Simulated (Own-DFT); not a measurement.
# Slab less bulk: wurtzite AlN, m plane (10-10)

The numbers are computed, not measured, by runs of the plane-wave DFT program Own-DFT (in-house, retired, unreviewed) at fixed positions, with no spin and no spin-orbit coupling.

Caveats (not all hold for every row): some atoms lie very close together; k mesh not checked against a denser one.

Both sets of runs: PBE; PseudoDojo norm-conserving scalar-relativistic files; cutoff 42 hartree; Gaussian smearing of 0.01 eV. The slab has 128 atoms in 16 layers, two equal faces of 62.02 Å² as cut, 15 Å of vacuum, a dipole correction along the normal and a 6 x 3 x 1 mesh. The bulk cell has 72 atoms, the same measured lattice constants and a 4 x 4 x 3 mesh. All atoms were moved at random; u is the rms move along one axis. Energies are counted from -174.06 eV for each atom.

```
slab run   u (Å)  E (eV, cell)
       1  0.0192        20.372
       2  0.0194        20.415
       3  0.0200        20.390
       4  0.0200        20.615
       5  0.0207        20.468
       6  0.0214        20.993
       7  0.0496        29.418
       8  0.0512        28.938
       9  0.0530        29.870
      10  0.0552        32.484
      11  0.0983        56.738
      12  0.1087        69.984
```

| bulk run | u (Å) | E (meV/atom) |
|---|---|---|
| 1 | 0.0191 | -1.56 |
| 2 | 0.0193 | -3.19 |
| 3 | 0.0195 | -1.65 |
| 4 | 0.0195 | -2.10 |
| 5 | 0.0199 | -1.75 |
| 6 | 0.0204 | -0.73 |
| 7 | 0.0206 | -0.18 |
| 8 | 0.0958 | 265.37 |
| 9 | 0.0973 | 295.51 |
| 10 | 0.0979 | 312.11 |

The question: what is the energy of the unrelaxed surface?

## Answer

Take each set to u = 0 with E = a + b u². Rows are weighted down as u grows, with residuals divided by u² + 0.0006 Å². Slab: a = 18.86 ± 0.09 eV. Bulk: a = -14.3 ± 0.5 meV/atom. The excess is 18.86 - 128 x (-0.0143) = 20.69 ± 0.11 eV. Over two faces that is 167 meV/Å², or 2.67 ± 0.01 J/m². Relaxing the faces would lower the energy, and the unlike meshes and the reach from the smallest u down to zero add errors that aren't counted here.
